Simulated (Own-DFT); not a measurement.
# Same atoms, different arrangement: C34N2Si36, 72 atoms

Calculated results; nothing here was measured. They come from Own-DFT, an in-house plane-wave density functional program, since retired, whose code no person has reviewed. Each row is one single-point run on a periodic cell that was not relaxed, without spin or spin-orbit coupling.

Settings of every run: PBE; PseudoDojo norm-conserving scalar-relativistic files; cutoff 42 hartree; 4 x 4 x 3 k mesh centred on Gamma; Fermi-Dirac smearing of 0.1 eV.

Known limits: not probed for a lower state with spin; forces on such cells passed a denser k mesh, each cell not checked; stress not checked against mesh or cutoff.

All cells hold the same atoms in the same cell, with vectors in Å (9.248, 0.000, 0.000); (-4.624, 8.009, 0.000); (0.000, 0.000, 10.068). Every atom was moved at random from its ideal site; u is the rms move along one axis. The defect's site can differ from row to row. E is the free energy of the cell above the lowest run. The arrangements:

- A: 4H SiC, with two N on a C site each, 3.1 Å apart
- B: 2H SiC, with two N on a C site each, 3.1 Å apart

| arrangement | u (Å) | E (eV) | P (GPa) |
|---|---|---|---|
| A | 0.0285 | 0.000 | 2.57 |
| A | 0.0311 | 0.769 | 2.77 |
| A | 0.0316 | 0.750 | 2.62 |
| A | 0.0475 | 4.333 | 4.16 |
| A | 0.0509 | 5.575 | 4.44 |
| A | 0.0511 | 4.421 | 3.93 |
| B | 0.0272 | 1.289 | 2.90 |
| B | 0.0301 | 1.339 | 2.96 |
| B | 0.0305 | 1.761 | 3.09 |
| B | 0.0464 | 3.942 | 3.66 |
| B | 0.0508 | 6.235 | 4.75 |
| B | 0.0513 | 5.695 | 4.37 |

Question: once the cost of the random moves is taken out, how do the arrangements rank?

## Worked answer

Fit E = a + b u², with one b for all and one a for each arrangement, and with residuals divided by u², since the noise grows with the moves. Then b = 2567 eV/Å², the scatter at u = 0.04 Å is 0.40 eV, and against A:

- B: 1.10 ± 0.17 eV (higher)

These are energies of unrelaxed cells. Relaxing the atoms lowers the strained arrangements most, so the gaps would shrink and small ones could change sign.
